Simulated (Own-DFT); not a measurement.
# Strain and stress in wurtzite GaN, 96 atoms (Ga48N48)

All numbers below are calculated, not measured. They come from Own-DFT, an in-house plane-wave density functional program, since retired, whose code no person has reviewed. Each row is one single-point run on a periodic cell that was not relaxed, without spin or spin-orbit coupling.

Settings of every run: PBE; PseudoDojo norm-conserving scalar-relativistic files; cutoff 42 hartree; 3 x 4 x 3 k mesh centred on Gamma; Fermi-Dirac smearing of 0.1 eV.

Known limits: forces on such cells passed a denser k mesh, each cell not checked; stress not checked against mesh or cutoff.

Unstrained cell vectors in Å: (12.756, 0.000, 0.000); (-4.783, 8.285, 0.000); (0.000, 0.000, 10.370). The unstrained cell has measured lattice constants (interpolated for alloys), not those of this functional. That, the random moves and any unrelaxed bonds set the pressure at no strain. Each run strains this cell uniformly, with the atoms carried along. Every atom was also moved at random, by a Gaussian of width 0.05 Å on each axis. Strain is the symmetric tensor, in per cent. Stress is positive in tension, and the pressure is minus a third of its trace.

| run | e_xx (%) | e_yy (%) | e_zz (%) | e_yz (%) | e_xz (%) | e_xy (%) | s_xx (GPa) | s_yy (GPa) | s_zz (GPa) | s_yz (GPa) | s_xz (GPa) | s_xy (GPa) | P (GPa) | E (meV/atom) |
|---|---|---|---|---|---|---|---|---|---|---|---|---|---|---|
| 1 | 0.63 | 1.57 | -0.39 | 1.08 | 1.52 | -1.19 | -3.79 | 0.06 | -9.45 | 1.99 | 3.27 | -2.73 | 4.40 | 12.0 |
| 2 | -0.23 | -0.04 | -1.08 | -1.78 | 0.94 | 0.73 | -9.06 | -9.04 | -13.92 | -3.94 | 3.01 | 2.64 | 10.67 | 28.7 |
| 3 | -0.50 | 0.39 | -1.12 | 0.09 | -0.50 | -1.29 | -8.97 | -7.18 | -14.42 | 0.69 | -1.52 | -3.96 | 10.19 | 15.4 |
| 4 | 1.00 | -1.70 | -0.48 | 0.34 | -0.04 | -0.74 | -7.50 | -12.50 | -10.32 | 1.26 | 0.19 | -2.43 | 10.11 | 20.9 |
| 5 | 1.70 | -0.05 | -1.94 | -1.77 | 0.97 | -1.10 | -1.16 | -8.41 | -18.04 | -4.13 | 2.10 | -3.46 | 9.20 | 43.1 |
| 6 | -1.41 | -1.97 | -1.78 | -0.21 | 0.54 | 1.78 | -18.52 | -19.32 | -20.15 | -0.64 | 0.47 | 5.88 | 19.33 | 63.0 |
| 7 | 1.32 | 0.42 | -0.80 | 0.41 | 1.77 | -0.54 | -3.44 | -5.26 | -7.80 | 0.16 | 3.89 | -1.77 | 5.50 | 6.7 |
| 8 | 1.64 | 1.25 | -0.73 | -1.24 | 0.41 | -1.16 | -0.14 | -0.74 | -10.77 | -2.70 | 0.92 | -3.26 | 3.89 | 10.0 |
| 9 | 0.81 | 1.80 | -0.92 | -0.19 | -0.33 | 1.98 | -2.53 | -0.39 | -10.89 | -0.25 | -0.62 | 5.46 | 4.61 | 11.3 |
| 10 | -1.34 | -0.56 | 0.94 | 1.30 | -0.62 | 1.70 | -12.96 | -10.49 | -5.34 | 2.50 | -0.89 | 5.07 | 9.60 | 23.8 |
| 11 | -0.67 | -0.98 | 0.23 | -0.53 | 1.00 | 0.09 | -11.98 | -10.72 | -8.43 | -0.22 | 2.37 | 1.72 | 10.38 | 16.0 |
| 12 | 1.36 | 0.69 | -0.18 | 1.70 | 1.16 | -1.22 | -1.30 | -4.11 | -6.73 | 3.55 | 2.40 | -3.08 | 4.05 | 4.1 |
| 13 | -0.35 | 0.99 | -0.30 | -1.78 | 0.35 | -0.92 | -7.17 | -3.39 | -10.16 | -2.56 | 0.31 | -2.25 | 6.91 | 12.4 |
| 14 | -1.27 | 0.82 | 1.16 | 0.70 | 0.70 | -1.60 | -12.23 | -4.49 | -3.61 | 1.93 | 1.65 | -5.48 | 6.78 | 19.5 |
| 15 | 1.93 | 1.88 | -0.08 | -1.08 | 1.70 | -1.05 | 2.32 | 1.48 | -6.26 | -1.91 | 3.26 | -3.33 | 0.82 | 2.6 |
| 16 | 0.91 | -0.20 | -1.08 | -0.34 | -1.24 | -1.20 | -6.43 | -6.27 | -11.98 | -0.98 | -2.40 | -3.41 | 8.23 | 13.0 |
| 17 | -0.35 | 0.40 | 0.43 | -0.35 | -0.34 | 0.87 | -6.73 | -5.87 | -6.58 | -0.76 | -0.86 | 2.76 | 6.39 | 0.0 |
| 18 | -1.33 | -1.47 | 0.56 | -1.38 | -0.98 | 0.34 | ? | ? | ? | ? | ? | ? | ? | ? |

E is the free energy for each atom above the lowest run shown.

## Worked fit

Each stress component was fitted by least squares to a constant and the strains of the runs shown, as fractions, with shears doubled. Shear strains stay in the fit of a normal stress only where such slopes are resolved. The slopes, in GPa:

```
stress  at no strain  per e_xx  per e_yy  per e_zz  scatter
  s_xx          -8.0  382 ± 26  170 ± 25   48 ± 32     0.95
  s_yy          -7.2  120 ± 24  385 ± 23  112 ± 30     0.87
  s_zz          -8.3  125 ± 30   32 ± 29  525 ± 37     1.07
```

Each shear stress against twice its own strain: yz 95 ± 6, xz 106 ± 7, xy 150 ± 7 GPa. These are stiffnesses along x, y and z of the frame in which the cell vectors are given, which need not be the crystal's axes. The atoms are held to the strained lattice; where symmetry lets them move under strain, relaxing them would lower some slopes. The table should be nearly symmetric about its diagonal, and what it lacks of that shows the noise. A ninth of its sum, 211 ± 6 GPa, estimates the bulk modulus near the mean pressure of these runs, 7.7 GPa, so it lies above the value at zero pressure.

## Withheld run

Question: what normal stresses and pressure should run 18 give?

The fit gives s_xx = -15.3, s_yy = -13.8, s_zz = -7.4 and P = 12.2 GPa. The calculation gave -13.65, -14.91, -7.14 and P = 11.90 GPa.
